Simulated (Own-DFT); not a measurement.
# One host, several defects: C40 NbSi2

Source: density functional calculations with Own-DFT, an unreviewed in-house program that is no longer used. Nothing was measured or relaxed, and spin and spin-orbit coupling are left out.

Method: PBE; PseudoDojo norm-conserving scalar-relativistic files; cutoff 42 hartree; 4 x 4 x 5 k mesh centred on Gamma; cold (Marzari-Vanderbilt) smearing of 0.2 eV.

Known weak points: forces on such cells failed a check on a denser k mesh; stress not checked against mesh or cutoff.

All runs share one cell, with vectors in Å (0.000, 8.324, 0.000); (-9.613, 0.000, 0.000); (0.000, 0.000, 6.586) and a volume of 527.0 Å³. Atoms were moved at random from their sites; u is the rms move along one axis. The defect's site can differ from row to row.

```
cell,formula,u (Å),P (GPa)
no defect,Nb12Si24,0.0179,1.45
no defect,Nb12Si24,0.0195,1.49
no defect,Nb12Si24,0.0501,2.83
two Si on a Nb site each,Nb10Si26,0.0283,1.62
two Si on a Nb site each,Nb10Si26,0.0352,?
two Si on a Nb site each,Nb10Si26,0.0459,2.39
two Si on a Nb site each,Nb10Si26,0.0489,2.24
one Si vacancy,Nb12Si23,0.0317,1.04
one Si vacancy,Nb12Si23,0.0334,1.17
one Si vacancy,Nb12Si23,0.0545,1.92
two Nb on a Si site each,Nb14Si22,0.0308,7.71
two Nb on a Si site each,Nb14Si22,0.0468,8.03
two Nb on a Si site each,Nb14Si22,0.0501,8.42
```

## Fit

P = P0 + c u² + a shift for each defect gives P0 = 1.39 GPa, c = 502 ± 52 GPa/Å² and a scatter of 0.15 GPa. The shifts, and each times the cell's volume:

- two Nb on a Si site each: 5.72 ± 0.13 GPa, 18.8 eV (9.4 eV for each of its 2 sites)
- two Si on a Nb site each: -0.19 ± 0.13 GPa, -0.6 eV (-0.3 eV for each of its 2 sites) (not resolved)
- one Si vacancy: -0.86 ± 0.13 GPa, -2.8 eV

A positive shift means that the defect pushes the cell outwards. Shift times volume (160.2 GPa Å³ is 1 eV) depends little on the cell's size, so, taken for each site, it can be compared between cells at like pressure. The atoms around the defects weren't relaxed, which would change these numbers.

## Test on the hidden row

Question: what pressure belongs in the blank (two Si on a Nb site each, u = 0.0352 Å)?

The fitted form gives 1.82 ± 0.17 GPa. The run itself gave 1.84 GPa.
